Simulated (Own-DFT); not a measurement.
# What random displacements cost in zincblende GaP, 96 atoms (Ga48P48)

All numbers below are calculated, not measured. The program, named Own-DFT, is a retired in-house plane-wave density functional code that no person has reviewed. Each row is one single-point run on a periodic cell that was not relaxed, without spin or spin-orbit coupling.

Settings of every run: PBE; PseudoDojo norm-conserving scalar-relativistic files; cutoff 42 hartree; 2 x 3 x 3 k mesh centred on Gamma; Fermi-Dirac smearing of 0.1 eV.

Known limits, some of them of some rows only: some atoms lie very close together; forces on such cells moved up to 12 meV/angstrom on a denser k mesh; forces on such cells passed a denser k mesh, each cell not checked; stress not checked against mesh or cutoff.

Cell vectors in Å: (16.352, 0.000, 0.000); (0.000, 10.901, 0.000); (0.000, 0.000, 10.901). In each run every atom was moved at random and independently from its ideal site; u is the rms move along one axis. E is the free energy for each atom above the fitted value at u = 0, and F the rms of the force components.

```
run,u (Å),E (meV/atom),F (eV/Å),largest force (eV/Å),P (GPa)
1,0.0206,7.2,0.296,1.02,2.73
2,0.0217,7.7,0.306,1.15,2.74
3,0.0475,?,?,?,?
4,0.0480,39.9,0.710,3.03,3.19
5,0.0495,43.6,0.758,4.72,3.26
6,0.0974,168.3,1.549,7.09,5.15
7,0.0981,149.1,1.350,4.76,4.65
8,0.1040,185.2,1.518,5.96,5.51
9,0.1649,453.1,2.693,12.03,9.11
10,0.1876,625.3,3.419,15.45,12.24
```

## Worked fit

For small independent moves the energy grows as E = (3/2) K u², with K the mean stiffness felt by one atom. The runs with u up to 0.11 Å give K = 11.3 ± 0.3 eV/Å², with residuals divided by u² + 0.0006 Å², since the noise grows with the moves. The scatter is 2.4 meV/atom at u = 0.05 Å. The forces follow F = G u with G = 14.7 eV/Å²; no force at u = 0 is resolved. G exceeds K because the moves of its neighbours add to the force on an atom, and stiffness differs between atoms. At u = 0.188 Å the parabola gives 599 meV/atom and the run 625. The pressure follows P = 2.62 + 250 u² GPa: at fixed volume, shortened bonds push harder than stretched ones pull.

## Withheld run

Question: what energy and rms force should run 3 give?

The fit gives 38 ± 2 meV/atom and about 0.70 eV/Å. The calculation gave 39.4 meV/atom and 0.700 eV/Å.
